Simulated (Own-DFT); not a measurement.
# A change of arrangement and its cost: C34N2Si36, 72 atoms

All numbers below are calculated, not measured. They come from Own-DFT, an in-house plane-wave density functional program, since retired, whose code no person has reviewed. Each row is one single-point run on a periodic cell that was not relaxed, without spin or spin-orbit coupling.

Settings of every run: PBE; PseudoDojo norm-conserving scalar-relativistic files; cutoff 42 hartree; 4 x 4 x 3 k mesh centred on Gamma; Fermi-Dirac smearing of 0.1 eV.

Known limits: not probed for a lower state with spin; forces on such cells passed a denser k mesh, each cell not checked; stress not checked against mesh or cutoff.

All cells hold the same atoms in the same cell, with vectors in Å (9.248, 0.000, 0.000); (-4.624, 8.009, 0.000); (0.000, 0.000, 10.068). Every atom was moved at random from its ideal site; u is the rms move along one axis. The defect's site can differ from row to row. E is the free energy of the cell above the lowest run. The arrangements:

- A: 4H SiC, with two N on a C site each, 3.1 Å apart
- B: 2H SiC, with two N on a C site each, 3.1 Å apart

```
arrangement   u (Å)  E (eV)  P (GPa)
          A  0.0298   0.247     2.85
          A  0.0304   0.000     2.86
          A  0.0312   0.497     2.89
          A  0.0500   4.244     3.93
          A  0.0503   4.290     4.21
          A  0.0509   4.312     4.05
          B  0.0261   0.298     2.75
          B  0.0294   0.543     2.77
          B  0.0300   0.529     2.67
          B  0.0449   3.002     3.60
          B  0.0473   4.635     4.09
          B  0.0503   6.286     4.87
```

Question: once the cost of the random moves is taken out, how do the arrangements rank?

## Worked answer

Fit E = a + b u², with one b for all and one a for each arrangement, and with residuals divided by u², since the noise grows with the moves. Then b = 2652 eV/Å², the scatter at u = 0.04 Å is 0.42 eV, and against A:

- B: 0.60 ± 0.17 eV (higher)

These are energies of unrelaxed cells. Relaxing the atoms lowers the strained arrangements most, so the gaps would shrink and small ones could change sign.
